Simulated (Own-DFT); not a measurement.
# Which defects push the lattice out? C11b WSi2

Calculated, not measured: single-point runs of Own-DFT, a retired in-house plane-wave DFT program that no person has reviewed, on unrelaxed cells, without spin or spin-orbit coupling.

Method: PBE; PseudoDojo norm-conserving scalar-relativistic files; cutoff 50 hartree; 5 x 5 x 5 k mesh centred on Gamma; cold (Marzari-Vanderbilt) smearing of 0.2 eV.

Limits: forces on such cells failed a check on a denser k mesh; stress not checked against mesh or cutoff.

All runs share one cell, with vectors in Å (-2.148, -5.953, 3.409); (-6.444, 2.976, 1.136); (-2.553, -2.948, -6.757) and a volume of 403.2 Å³. u is the rms random offset of the atoms per axis. The defect's site can differ from row to row.

```
cell,formula,u (Å),P (GPa)
no defect,Si20W10,0.0188,4.45
no defect,Si20W10,0.0206,4.55
no defect,Si20W10,0.0522,6.50
one W on a Si site,Si19W11,0.0319,10.21
one W on a Si site,Si19W11,0.0381,?
one W on a Si site,Si19W11,0.0528,11.38
one W on a Si site,Si19W11,0.0560,11.79
one Si on a W site,Si21W9,0.0295,6.11
one Si on a W site,Si21W9,0.0337,6.32
one Si on a W site,Si21W9,0.0527,7.54
one Si vacancy,Si19W10,0.0304,3.65
one Si vacancy,Si19W10,0.0492,3.90
one Si vacancy,Si19W10,0.0534,4.51
```

## Fit

P = P0 + c u² + a shift for each defect gives P0 = 4.34 GPa, c = 705 ± 77 GPa/Å² and a scatter of 0.25 GPa. The shifts, and each times the cell's volume:

- one W on a Si site: 5.15 ± 0.22 GPa, 13.0 eV
- one Si on a W site: 1.19 ± 0.20 GPa, 3.0 eV
- one Si vacancy: -1.77 ± 0.21 GPa, -4.5 eV

A positive shift means that the defect pushes the cell outwards. Shift times volume (160.2 GPa Å³ is 1 eV) depends little on the cell's size, so, taken for each site, it can be compared between cells at like pressure. The atoms around the defects weren't relaxed, which would change these numbers.

## Prediction

Question: what pressure belongs in the blank (one W on a Si site, u = 0.0381 Å)?

Estimate: 10.52 ± 0.29 GPa. The calculation gave 10.12 GPa.
